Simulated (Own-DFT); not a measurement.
# Response to strain: wurtzite AlN, 72 atoms (Al36N36)

These are calculations, not measurements. They come from Own-DFT, an in-house plane-wave density functional program, since retired, whose code no person has reviewed. Each row is one single-point run on a periodic cell that was not relaxed, without spin or spin-orbit coupling.

Settings of every run: PBE; PseudoDojo norm-conserving scalar-relativistic files; cutoff 42 hartree; 3 x 3 x 2 k mesh centred on Gamma; Fermi-Dirac smearing of 0.1 eV.

Known limits: forces on such cells moved up to 12 meV/angstrom on a denser k mesh; stress not checked against mesh or cutoff.

Unstrained cell vectors in Å: (9.336, 0.000, 0.000); (-4.668, 8.085, 0.000); (0.000, 0.000, 9.964). The unstrained cell has measured lattice constants (interpolated for alloys), not those of this functional. That, the random moves and any unrelaxed bonds set the pressure at no strain. Each run strains this cell uniformly, with the atoms carried along. Every atom was also moved at random, by a Gaussian of width 0.05 Å on each axis. Strain is the symmetric tensor, in per cent. Stress is positive in tension, and the pressure is minus a third of its trace.

| run | e_xx (%) | e_yy (%) | e_zz (%) | e_yz (%) | e_xz (%) | e_xy (%) | s_xx (GPa) | s_yy (GPa) | s_zz (GPa) | s_yz (GPa) | s_xz (GPa) | s_xy (GPa) | P (GPa) | E (meV/atom) |
|---|---|---|---|---|---|---|---|---|---|---|---|---|---|---|
| 1 | -1.98 | -0.25 | -1.36 | -1.97 | 0.57 | -0.53 | -15.87 | -9.77 | -16.21 | -5.16 | 0.86 | -2.09 | 13.95 | 39.6 |
| 2 | 0.53 | 0.51 | 1.69 | 1.43 | 1.19 | -1.22 | -3.50 | -1.42 | 3.68 | 3.12 | 2.83 | -5.38 | 0.41 | 3.3 |
| 3 | -0.08 | 1.34 | -0.28 | -1.91 | -0.98 | -1.32 | -5.42 | 0.31 | -6.52 | -5.14 | -2.42 | -4.68 | 3.87 | 23.5 |
| 4 | -0.93 | -0.58 | 0.92 | 0.10 | -1.69 | -1.07 | -11.94 | -8.54 | -1.51 | -0.09 | -4.65 | -4.17 | 7.33 | 14.6 |
| 5 | -1.20 | -1.42 | 1.95 | 0.66 | -0.15 | 1.30 | -13.30 | -12.37 | 1.41 | 0.04 | -1.20 | 5.06 | 8.09 | 37.8 |
| 6 | -0.94 | -1.02 | -0.08 | -1.19 | -0.77 | -0.98 | -12.81 | -12.96 | -6.13 | -2.41 | -2.59 | -5.30 | 10.63 | 29.0 |
| 7 | 1.31 | -0.39 | 0.12 | 0.91 | -0.72 | 1.68 | 0.90 | -6.36 | -6.97 | 2.43 | -1.70 | 5.93 | 4.14 | 15.5 |
| 8 | -1.02 | -1.75 | 0.98 | 1.93 | -0.36 | -0.65 | -13.08 | -13.70 | -3.45 | 4.56 | -1.09 | -3.33 | 10.08 | 21.9 |
| 9 | -1.57 | 1.19 | 1.45 | -1.49 | 0.25 | -0.69 | -10.54 | -1.85 | 1.61 | -2.69 | 1.46 | -3.04 | 3.59 | 10.5 |
| 10 | 1.05 | -1.26 | -1.35 | 1.20 | 0.14 | -0.56 | -2.21 | -12.56 | -10.62 | 3.48 | 0.31 | -1.63 | 8.46 | 0.0 |
| 11 | -1.33 | -1.20 | 0.02 | -0.84 | 1.67 | -1.98 | -16.64 | -10.96 | -7.72 | -1.55 | 4.85 | -8.21 | 11.77 | 33.0 |
| 12 | 0.16 | 0.42 | -0.24 | -1.01 | 1.81 | 1.40 | -4.93 | -3.42 | -6.06 | -2.34 | 4.96 | 3.54 | 4.81 | 4.4 |
| 13 | -1.92 | -1.25 | -1.74 | -0.26 | 1.13 | -1.60 | -18.73 | -15.03 | -18.91 | -0.16 | 3.62 | -5.43 | 17.55 | 59.6 |
| 14 | -1.55 | -1.55 | 1.56 | -0.72 | -0.95 | 0.53 | -12.94 | -15.35 | -2.07 | -2.17 | -2.33 | 2.37 | 10.12 | 27.7 |
| 15 | 0.05 | -0.91 | 1.93 | -0.61 | -1.41 | 0.54 | -3.90 | -9.98 | 3.15 | -1.23 | -2.69 | 0.78 | 3.58 | 1.6 |
| 16 | 1.38 | 0.38 | -0.16 | 0.14 | 1.78 | -1.20 | 0.97 | -4.03 | -3.73 | 0.24 | 4.25 | -5.38 | 2.27 | 4.5 |
| 17 | -0.42 | 0.69 | -1.76 | -1.30 | -1.36 | -0.49 | -8.75 | -3.98 | -13.78 | -3.43 | -3.42 | -4.02 | 8.84 | 18.5 |
| 18 | -1.33 | -1.23 | 1.41 | 0.76 | -1.85 | 0.04 | ? | ? | ? | ? | ? | ? | ? | ? |

E is the free energy for each atom above the lowest run shown.

## Worked fit

Each stress component was fitted by least squares to a constant and the strains of the runs shown, as fractions, with shears doubled. Shear strains stay in the fit of a normal stress only where such slopes are resolved. The slopes, in GPa:

```
stress,at no strain,per e_xx,per e_yy,per e_zz,scatter
s_xx,-6.1,507 ± 31,117 ± 35,65 ± 26,1.32
s_yy,-6.1,86 ± 24,475 ± 26,57 ± 20,1.00
s_zz,-5.6,117 ± 32,90 ± 36,500 ± 27,1.35
```

Each shear stress against twice its own strain: yz 113 ± 11, xz 131 ± 7, xy 186 ± 13 GPa. These are stiffnesses along x, y and z of the frame in which the cell vectors are given, which need not be the crystal's axes. The atoms are held to the strained lattice; where symmetry lets them move under strain, relaxing them would lower some slopes. The table should be nearly symmetric about its diagonal, and what it lacks of that shows the noise. A ninth of its sum, 224 ± 6 GPa, estimates the bulk modulus near the mean pressure of these runs, 7.6 GPa, so it lies above the value at zero pressure.

## Withheld run

Question: what normal stresses and pressure should run 18 give?

The fit gives s_xx = -13.4, s_yy = -12.3, s_zz = -1.3 and P = 9.0 GPa. The calculation gave -15.24, -10.94, -1.40 and P = 9.19 GPa.
